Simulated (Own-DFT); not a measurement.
## Calculated data, AlSi$_{17}$C$_{18}$ (2H silicon carbide with substituted atoms, atoms displaced), AlSi$_{17}$C$_{18}$ (4H silicon carbide with substituted atoms, atoms displaced)

A calculation, not a measurement: plane-wave PBE density functional theory by an unreviewed code, no spin, of a simulated periodic cell, stress positive in tension, free energy of the whole cell less one offset for each atom, not probed for a lower state with spin; forces on such cells passed a denser k mesh, this cell's mesh not checked; offsets are fitted by least squares, one for each functional and potential file, so energies compare only between cells with the same atoms and settings and are not formation energies; the far tail of each file's local potential was reset to the Coulomb form; each entry is a single point on an unrelaxed cell, so the pressure reflects the starting lattice, mostly measured values (interpolated for alloys), from which strain is counted, and rises with the displacements; printed positions are rounded, which can move forces by about a meV/angstrom; the program, named Own-DFT, is a retired in-house code; no spin-orbit coupling; before rounding, a Quantum ESPRESSO 7.3.1 run of the same cell and cutoff gave forces within 1 meV/angstrom rms on each cell, which checks the program and not the settings. Program: Own-DFT development build.

Common to all runs: functional PBE; potential files PseudoDojo norm-conserving, scalar-relativistic, standard set; wave cutoff 42 hartree; occupations Fermi-Dirac; smearing width 0.1 eV; k mesh 4 x 4 x 3 centred on Gamma.

(1) 
```xyz
72
Lattice="9.2481 0.0000 0.0000 -4.6241 8.0091 0.0000 0.0000 0.0000 10.0681" Properties=species:S:1:pos:R:3:force_x:R:1:force_y:R:1:force_z:R:1 formula=AlSi17C18 free_energy_of_cell_above_offsets=-5.932 pressure=5.8 stress_xx=-4.93 stress_yy=-3.7 stress_zz=-8.78 stress_yz=0.32 stress_xz=-0.19 stress_xy=-0.62
Al     4.5828     7.9714     0.0089      1.216      0.251      0.037
Si     0.0111     1.8243     2.5145     -0.053     -1.571     -0.596
C      4.5734     7.9633     1.8952      1.058      0.752      2.202
C     -0.0377     1.7642     4.3563      0.452       0.31      1.838
Si     4.6172     7.9593     5.0945      0.688      1.283     -1.974
Si    -0.0014     1.7304     7.5953     -0.035      1.129      -0.56
C      0.0163     0.0259     6.9147     -0.452     -1.003      0.833
C      0.0149     1.7519     9.4340      -0.46      2.273      -0.15
Si     7.6537     2.6505     9.9908      2.142     -0.084       1.73
Si    -1.5308     4.5073     2.5338      0.057     -2.004     -0.535
C      7.7008     2.6102     1.9120     -0.361      1.921      -1.12
C     -1.5841     4.4390     4.3943      0.638      0.347      0.442
Si     7.6607     2.6841     5.0800      0.975     -0.725     -2.157
Si    -1.5090     4.4695     7.5362     -0.767     -0.475     -0.603
C      7.6928     2.6320     6.8780      0.241      0.678      1.909
C     -1.5427     4.4335     9.4059      0.406      0.153      0.445
Si    -3.0500     5.3159     0.0384     -0.364      1.367     -1.637
Si    -3.0513     7.1211     2.5020     -1.101      0.714     -0.069
C      6.1754     5.3071     1.8773      0.324      0.764      0.357
C     -3.0427     7.1535     4.4107     -0.565     -0.913      0.228
Si     6.1644     5.3360     5.0409      0.211       1.02     -0.637
Si    -3.0491     7.1498     7.5506     -0.532     -0.526      0.821
C     -3.0780     5.3873     6.8682      0.136     -0.901      1.463
C     -3.0555     7.1158     9.4314     -0.661     -2.374     -1.271
Al    -1.5018     7.9696    10.0372     -1.101       1.08      1.007
Si     3.0771     1.7762     2.4920      0.011      -0.47     -0.078
C      3.0666     0.0133     1.8941      0.825     -0.496      1.634
C      3.0641     1.7626     4.3750      0.589      0.758        0.8
Si     3.0975     0.0173     5.0450     -0.355     -0.104     -0.209
Si     3.0866     1.8067     7.5076     -0.219      -0.47      1.491
C     -1.4971     7.9965     6.9381      -0.69      0.961     -0.783
C      3.1172     1.7712     9.4419     -0.316      2.295     -1.042
Si     1.5511     2.6705    10.0668      0.203     -1.433     -0.143
Si     1.6270     4.4939     2.5483     -1.957     -1.373     -0.537
C      1.5731     2.6873     1.8913     -0.516      0.545     -0.052
C      1.5319     4.3994     4.4106     -0.028      1.517     -0.089
Si     1.5622     2.6820     5.0228     -1.312     -1.443      0.229
Si     1.5835     4.4615     7.6085     -0.527     -0.607     -1.853
C      1.5011     2.6488     6.9352      0.871      0.562     -0.326
C      1.5642     4.4049     9.4247     -0.286      0.911       1.02
Si     0.0224     5.3194    10.0384     -0.277      0.742      0.408
Si     0.0011     7.0934     2.5517     -0.468      1.659     -0.854
C      0.0094     5.3629     1.9119      0.601      -0.76     -0.386
C     -0.0056     7.1461     4.4349      0.554     -0.729     -0.024
Si    -0.0478     5.3338     5.0136      0.804     -0.151      0.102
Si    -0.0208     7.1189     7.5399      1.208     -0.671      0.775
C      0.0396     5.2927     6.8880     -0.342      0.868      0.762
C      0.0118     7.1360     9.4510      2.739     -2.169     -1.442
Si     6.1810     0.0092     0.0359     -0.556      -0.03     -0.872
Si     6.1255     1.8108     2.5355      0.907     -0.472     -0.472
C      6.1742     0.0285     1.8805     -1.108      -0.13       0.98
C      6.1635     1.7839     4.3826     -0.569     -0.104      1.167
Si     6.1540     0.0271     5.0833      0.743     -0.508     -1.656
Si     6.1717     1.7637     7.5440     -0.373      0.481     -0.025
C      6.1899     0.0050     6.9048     -1.254      0.297      0.721
C      6.1771     1.7930     9.4251     -1.052     -0.595      -0.15
Si     4.6283     2.6951     0.0091     -0.399     -0.606     -0.459
Si     4.6343     4.5035     2.4750     -0.086     -1.196      1.042
C      4.6175     2.6697     1.9027     -0.068      0.827     -0.318
C      4.6839     4.4651     4.4036     -1.711       -0.3     -0.366
Si     4.6084     2.6771     5.0381      0.248      0.003     -0.767
Si     4.6143     4.4500     7.5616      0.448      0.964     -0.776
C      4.6229     2.6874     6.9154      0.193     -0.156     -0.077
C      4.6471     4.4728     9.4127     -0.481     -0.074      1.113
Si     3.0496     5.3645     0.0075      0.802     -0.146     -0.444
Si     3.0318     7.1730     2.5374      1.465     -0.596     -0.091
C      3.0821     5.3354     1.8908      0.416      1.126     -0.104
C      3.1332     7.0818     4.4209     -1.796      0.449      0.173
Si     3.0512     5.3224     5.0132      0.879     -0.049      0.469
Si     3.0292     7.1394     7.5388      1.566     -0.188      1.093
C      3.0699     5.3935     6.9224      0.291     -1.183     -0.019
C      3.0427     7.1198     9.4607     -1.711     -1.219     -1.566
```

Units: free_energy_of_cell_above_offsets in eV; pressure, stress_xx, stress_yy, stress_zz, stress_yz, stress_xz, stress_xy in GPa; force_x, force_y, force_z in eV/Å.

(2) 
```xyz
72
Lattice="9.2481 0.0000 0.0000 -4.6241 8.0091 0.0000 0.0000 0.0000 10.0681" Properties=species:S:1:pos:R:3:force_x:R:1:force_y:R:1:force_z:R:1 formula=AlSi17C18 free_energy_of_cell_above_offsets=-1.717 pressure=7.28 stress_xx=-7.42 stress_yy=-6.84 stress_zz=-7.57 stress_yz=-0.47 stress_xz=0.49 stress_xy=0.7
Si    -4.5636     7.9616     4.0854     -3.238      1.673      0.152
Si    -0.0097     1.7906     1.5744     -0.176     -0.665     -0.244
C     -4.6186     8.0081     0.9238      0.913      0.019      0.484
C     -0.0089     1.7798     3.4539       0.87     -0.369        0.3
Si    -1.5035     2.6442     4.0659     -1.258      0.923      0.396
Si    -1.5316     4.4731     1.6568      0.297     -0.193     -1.098
C     -1.5243     2.6812     0.9325     -0.615      0.319      0.878
C     -1.6259     4.5488     3.5819      2.085     -2.553     -1.999
Si     6.1037     5.3030     4.0522      0.344      2.231      1.739
Si    -3.0512     7.0804     1.6662      -0.17      1.718     -1.358
C     -3.0276     5.3642     0.9938     -1.161     -1.031      -0.95
C     -3.1181     7.1504     3.5543      2.198     -1.423     -1.639
Si     3.1532     0.0410     3.9989     -1.138     -1.301      2.013
Si     3.1088     1.8391     1.5427     -1.731     -1.093       0.46
C      3.1137     0.0667     0.9630     -2.273      0.361       0.08
C      3.0705     1.7512     3.4407     -0.169      2.456      0.048
Si     1.5196     2.7134     4.0993     -0.122     -0.361     -0.185
Si     1.4963     4.4242     1.4891      0.358      1.909      1.383
C      1.4502     2.7118     0.8784      1.749     -1.031      1.935
C      1.4560     4.4596     3.3922      1.137     -0.325      0.954
Si    -0.0546     5.3884     4.0624      1.241     -0.524      1.161
Al    -0.0165     7.0756     1.6087      0.737       0.89     -0.393
C     -0.0331     5.3482     0.8797      0.359     -2.348      0.731
C     -0.0008     7.1042     3.5231      0.569      0.974       0.72
Si     6.2618     0.0292     4.0747     -3.373       -0.3      0.682
Si     6.1570     1.7737     1.5390       0.18     -0.856      0.627
C      1.5372     7.9947     0.9157      1.488      1.076      2.282
C      6.1990     1.7487     3.4945     -0.973      1.972     -0.972
Si     4.5477     2.7475     4.1303      1.755     -1.527     -2.312
Si     4.6029     4.3984     1.5350      1.895      1.705      0.614
C      4.5831     2.7081     0.9535      1.229     -0.762     -0.869
C      4.6580     4.4998     3.3770     -1.487     -1.518       1.77
Si     3.1483     5.2920     4.1764     -2.197      1.475     -5.041
Si     3.1116     7.1283     1.5362     -1.276      0.864        0.6
C      3.1863     5.3701     1.1075     -2.677      -1.15     -3.449
C      2.9728     7.1573     3.4212      4.463     -2.037      0.405
Si     4.6389     7.9618     9.1114     -0.139      0.931      0.114
Si     4.6259     6.3235     6.6373     -0.045     -2.423     -0.684
C      0.0123     0.0023     5.9891     -0.373      0.786     -0.591
C      4.5749     6.1754     8.4825      0.657      0.487      0.474
Si     6.1440     5.3361     9.0958      1.367      0.038      0.442
Si     6.1972     3.5668     6.5821     -0.686      0.222      -0.18
C     -3.0388     5.3845     5.9568      -2.48     -1.308     -0.304
C      6.1626     3.5455     8.4207      0.087      -0.15      1.949
Si    -1.4743     2.6126     9.1441     -0.651      1.477     -0.823
Si     7.7749     0.9328     6.5991     -2.413     -1.096      0.893
C      7.6814     2.6710     5.9635       1.09      0.211     -0.293
C      7.6853     0.8904     8.5436      3.979      1.057     -2.304
Al     6.1762     0.0976     9.1297     -1.687     -2.161     -0.536
Si     1.5184     6.1176     6.6282      1.568      3.031      0.706
C      1.4797     7.9422     5.9238      1.395      0.493      1.412
C      1.5905     6.2231     8.5047     -0.585     -1.772     -0.142
Si     3.0651     5.2582     9.1411     -0.215      2.071      0.874
Si     3.0851     3.5682     6.5945      0.204     -0.186      0.332
C      3.0510     5.3843     5.8880      1.637     -0.967      3.867
C      3.0299     3.5362     8.5490      1.088      0.202     -1.199
Si     4.5481     2.6503     9.1232      1.604       0.08     -0.559
Si     4.5448     0.8269     6.5044      2.194      0.876      2.199
C      4.7196     2.6225     5.9063     -2.079      1.077      1.944
C      4.5461     0.8992     8.5552      0.836      1.879     -2.678
Si     3.1311     0.0990     9.1714     -1.579      -2.54     -0.017
Si    -1.5827     6.1801     6.5862      2.454      2.003      0.712
C      3.0646     0.0251     5.9721     -1.777     -0.908      -1.06
C     -1.4879     6.2608     8.4937     -1.357     -0.388     -0.067
Si    -0.0028     5.2891     9.1224      0.506      1.638     -0.471
Si    -0.0520     3.6002     6.5801      0.649     -0.632      1.045
C      0.1022     5.3211     6.0070     -3.869     -0.343     -1.497
C      0.1289     3.5461     8.4948     -3.657      0.427      -0.97
Si     1.5199     2.7217     9.1763      0.876      -2.31     -1.722
Si     1.4745     0.9189     6.6292      1.987      0.351     -0.489
C      1.4780     2.7369     6.0358      1.108     -1.136     -1.509
C      1.5961     0.9149     8.4665     -1.528     -0.216      1.231
```

Units: free_energy_of_cell_above_offsets in eV; pressure, stress_xx, stress_yy, stress_zz, stress_yz, stress_xz, stress_xy in GPa; force_x, force_y, force_z in eV/Å.

(3) 
```xyz
72
Lattice="9.2481 0.0000 0.0000 -4.6241 8.0091 0.0000 0.0000 0.0000 10.0681" Properties=species:S:1:pos:R:3:force_x:R:1:force_y:R:1:force_z:R:1 formula=AlSi17C18 free_energy_of_cell_above_offsets=-2.626 pressure=7.08 stress_xx=-6.48 stress_yy=-6.26 stress_zz=-8.51 stress_yz=-0.41 stress_xz=-0.14 stress_xy=-1.06
Si     4.6125     7.9872     4.0702     -0.186      0.679     -0.466
Si    -0.0639     1.8102     1.6142      1.865     -0.621      0.065
C      0.0421     0.0416     0.9967     -1.937     -0.477     -1.263
C     -0.0613     1.7448     3.4555      2.581     -0.062      0.026
Al     7.5909     2.5840     4.1110      1.678      2.125      0.041
Si    -1.4917     4.4765     1.6072     -3.612     -1.826      1.835
C      7.7157     2.6354     1.0167     -1.018      1.322      -2.02
C     -1.5580     4.5077     3.5203     -2.994     -1.632     -2.775
Si    -3.0598     5.3453     4.0801     -0.873      0.104      0.077
Si    -3.1026     7.1286     1.4941     -0.082      0.393      1.969
C     -3.0413     5.4263     0.9481      0.205     -1.879     -1.147
C     -3.0986     7.1670     3.4114     -0.009     -0.928      0.209
Si     3.0323     0.0371     4.0372      1.596     -1.205      0.114
Si     3.0347     1.7729     1.6445      0.586      0.684     -3.742
C     -1.6099     7.9713     0.9535      1.873      1.706     -0.921
C      3.1552     1.7684     3.3780     -1.566       0.44      3.187
Si     1.5647     2.6665     4.0534     -1.366     -0.186     -1.316
Si     1.4851     4.4424     1.5844      0.891     -0.078      0.836
C      1.5172     2.7075     0.8893      -0.09     -0.899      1.765
C      1.4817     4.4338     3.5047      2.313     -0.797     -1.798
Al    -0.0808     5.3157     4.1000      1.829      0.491      0.305
Si    -0.0414     7.0973     1.5891      -0.09      0.001      0.096
C     -0.1079     5.2534     0.9813       4.04      2.942     -1.844
C      0.0372     7.0842     3.4376      -1.24      2.544     -0.216
Si     1.5259     7.9921     4.0872     -0.228      0.323     -0.251
Si     6.2081     1.6900     1.5705     -1.379      3.398      0.177
C      6.1471     0.0446     0.9716     -0.441     -3.097     -1.206
C      6.1799     1.7117     3.3598     -3.484     -0.521      1.148
Si     4.5576     2.7470     4.0835      2.162     -1.652     -0.211
Si     4.7434     4.4975     1.5369     -1.749     -0.044      1.083
C      4.5883     2.7724     1.0131      0.893     -2.696     -1.573
C      4.5705     4.4560     3.4421      0.926      1.092       0.23
Si     3.0417     5.3111     4.1215     -0.608      0.797     -1.479
Si     3.0349     7.0961     1.5505      1.268      0.196      0.723
C      3.1122     5.2894     0.9275     -0.878      1.036      1.054
C      3.0519     7.1666     3.4598      0.379     -1.773     -0.285
Si    -0.0053     0.0187     9.1729        0.3      -0.81      -0.88
Si     4.6261     6.3233     6.5817       -0.5     -2.356      -0.05
C     -4.6088     8.0004     5.9226     -0.665      1.581      0.634
C      4.6461     6.1958     8.4359      -0.87      1.001      1.644
Si    -3.0324     5.3605     9.0602      -1.41      0.179      1.083
Si     6.1278     3.5162     6.6114       0.78      1.286      0.438
C      6.1396     5.2864     5.9717     -0.242      1.229     -0.135
C      6.0955     3.6371     8.5013      1.839      -1.56      0.067
Si    -1.4891     2.6461     9.1035     -1.586       0.92      0.904
Si     7.5968     0.9551     6.5371      3.333     -0.762       2.05
C      7.6233     2.6615     6.0121      1.649      0.756      1.269
C      7.7285     0.8957     8.5287     -0.478     -0.544     -0.679
Si     1.5669     7.9868     9.1948     -0.306      0.634     -1.934
Si     1.4829     6.2029     6.5978     -0.216      0.839     -0.439
C      6.2231     0.0551     5.9690     -2.635     -2.441     -0.533
C      1.5125     6.2061     8.4708      0.788      0.495      1.452
Si     3.0497     5.2745     9.1899      0.885      1.411     -2.209
Si     3.0883     3.5758     6.6870      0.161     -0.154      -2.58
C      2.9798     5.3724     5.9376      2.021     -0.733      1.565
C      3.0974     3.5448     8.5001      -0.53     -0.012      0.691
Si     4.6562     2.7112     9.1374      -0.38      -0.19      0.931
Si     4.6454     0.8644     6.5758      0.103     -0.152      0.123
C      4.7113     2.5861     5.9795     -2.726      1.647     -0.844
C      4.6975     0.9800     8.4458     -0.842     -1.675      1.321
Si     3.0719     0.0742     9.0913      1.063     -1.303      0.219
Si    -1.5203     6.2137     6.5211     -1.032     -0.087      1.326
C      3.1175     0.0076     5.9175     -0.939      0.079       0.68
C     -1.5312     6.1709     8.5223      0.505      2.705     -1.357
Si    -0.0039     5.3832     9.1412     -0.355     -0.995     -0.056
Si     0.0477     3.4777     6.5810     -2.187      1.966     -0.038
C     -0.0495     5.3494     5.9600      1.207     -1.055      2.523
C     -0.0298     3.6099     8.5306       1.44     -0.922     -0.891
Si     1.5523     2.7017     9.1366     -0.706      -0.45     -0.738
Si     1.5166     0.9175     6.6034      0.625     -0.591     -0.967
C      1.5335     2.6734     5.8566      1.148     -0.545      2.763
C      1.5430     0.8965     8.4761     -0.493       0.71       0.22
```

Units: free_energy_of_cell_above_offsets in eV; pressure, stress_xx, stress_yy, stress_zz, stress_yz, stress_xz, stress_xy in GPa; force_x, force_y, force_z in eV/Å.
